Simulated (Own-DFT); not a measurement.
# Point defects and the pressure they add: zincblende InP

No measurement is shown. These are fixed-geometry runs of a retired plane-wave code named Own-DFT, which no person has reviewed; spin and spin-orbit coupling are neglected.

All runs used: PBE; PseudoDojo norm-conserving scalar-relativistic files; cutoff 36 hartree; 3 x 3 x 3 k mesh centred on Gamma; Fermi-Dirac smearing of 0.1 eV.

Caveats (not all hold for every row): not probed for a lower state with spin; forces on such cells moved up to 12 meV/angstrom on a denser k mesh; stress not checked against mesh or cutoff.

All runs share one cell, with vectors in Å (11.737, 0.000, 0.000); (0.000, 11.737, 0.000); (0.000, 0.000, 11.737) and a volume of 1617.0 Å³. u is the rms random offset of the atoms per axis. The defect's site can differ from row to row.

| cell | formula | u (Å) | P (GPa) |
|---|---|---|---|
| no defect | In32P32 | 0.0203 | 3.21 |
| no defect | In32P32 | 0.0505 | 3.57 |
| no defect | In32P32 | 0.0509 | 3.58 |
| two P vacancies | In32P30 | 0.0296 | 3.05 |
| two P vacancies | In32P30 | 0.0297 | 2.96 |
| two P vacancies | In32P30 | 0.0300 | ? |
| two P vacancies | In32P30 | 0.0331 | 3.04 |
| one In on a P site | In33P31 | 0.0296 | 4.15 |
| one In on a P site | In33P31 | 0.0298 | 4.16 |
| one In on a P site | In33P31 | 0.0307 | 4.18 |
| one In on a P site and one P on an In site | In32P32 | 0.0285 | 3.61 |
| one In on a P site and one P on an In site | In32P32 | 0.0493 | 3.99 |
| one In on a P site and one P on an In site | In32P32 | 0.0509 | 3.98 |
| one P on an In site | In31P33 | 0.0302 | 3.12 |
| one P on an In site | In31P33 | 0.0488 | 3.41 |
| one P on an In site | In31P33 | 0.0494 | 3.41 |

## Analysis

P = P0 + c u² + a shift for each defect gives P0 = 3.10 GPa, c = 190 ± 12 GPa/Å² and a scatter of 0.03 GPa. The shifts, and each times the cell's volume:

- one In on a P site: 0.89 ± 0.03 GPa, 9.0 eV
- one In on a P site and one P on an In site: 0.39 ± 0.03 GPa, 3.9 eV
- one P on an In site: -0.15 ± 0.03 GPa, -1.5 eV
- two P vacancies: -0.26 ± 0.03 GPa, -2.7 eV (-1.3 eV for each of its 2 sites)

Positive is outwards. The product with the volume (160.2 GPa Å³ to the eV) is nearly free of the cell's size; divided by the bulk modulus at the cell's pressure it gives the volume that the defect adds. The atoms around the defects weren't relaxed, which would change these numbers.

## Check

The question: what pressure belongs in the blank (two P vacancies, u = 0.0300 Å)?

Estimate: 3.01 ± 0.04 GPa. The run itself gave 2.99 GPa.
